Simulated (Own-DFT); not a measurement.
# Stretching a layer in its plane: wurtzite AlGaN with randomly placed atoms, 96 atoms (Al12Ga36N48)

The numbers are computed, not measured, by runs of the plane-wave DFT program Own-DFT (in-house, retired, unreviewed) at fixed positions, with no spin and no spin-orbit coupling.

Common settings: PBE; PseudoDojo norm-conserving scalar-relativistic files (stringent for Ga); cutoff 96 hartree; 3 x 4 x 3 k mesh centred on Gamma; Gaussian smearing of 0.01 eV.

Known weak points: k mesh not checked against a denser one; stress not checked against mesh or cutoff.

Unstrained cell vectors in Å: (12.679, 0.000, 0.000); (-4.755, 8.235, 0.000); (0.000, 0.000, 10.268). The unstrained cell has measured lattice constants (interpolated for alloys), not those of this functional. That, the random moves and any unrelaxed bonds set the pressure at no strain. Each run strains x and y alike by e, as a substrate would, and holds the height along z. All atoms carry random offsets, Gaussian with a width of 0.05 Å per axis. The random placing of the alloy's atoms differs from row to row. Stress is positive in tension.

```
e (%),u (Å),(s_xx + s_yy)/2 (GPa),s_zz (GPa)
-3.00,0.047,-26.79,-11.76
-2.75,0.050,?,?
-2.50,0.052,-23.55,-11.53
-1.75,0.054,-17.48,-10.87
-1.00,0.053,-12.87,-9.54
-0.50,0.049,-9.06,-8.25
-0.25,0.051,-8.95,-6.70
1.25,0.052,-0.68,-6.08
1.75,0.050,2.51,-5.55
2.25,0.051,3.79,-4.73
```

## Worked fit

With e as a fraction, the in-plane stress is -6.8 + 563 e - 3593 e² GPa (errors 11 and 684, scatter 0.53), and s_zz is -7.7 + 142 e GPa (slope ± 12, scatter 0.63). At e = 0 the first slope is C11 + C12 and the second 2 C13, both with the ions held to the strained lattice and at the cell's own pressure. The term in e² is negative: the layer stiffens under compression and softens under tension. A free layer would change its height as e changes, and the in-plane slope would drop by 2 C13²/C33 to the biaxial modulus. At fixed height, a misfit of 1 % moves the in-plane stress by about 5.6 GPa and s_zz by 1.4 GPa.

## Check

Asked: what are the two stresses at e = -2.75 %?

The fitted form gives -25.0 and -11.6 GPa. The calculation gave -24.65 and -11.69 GPa.
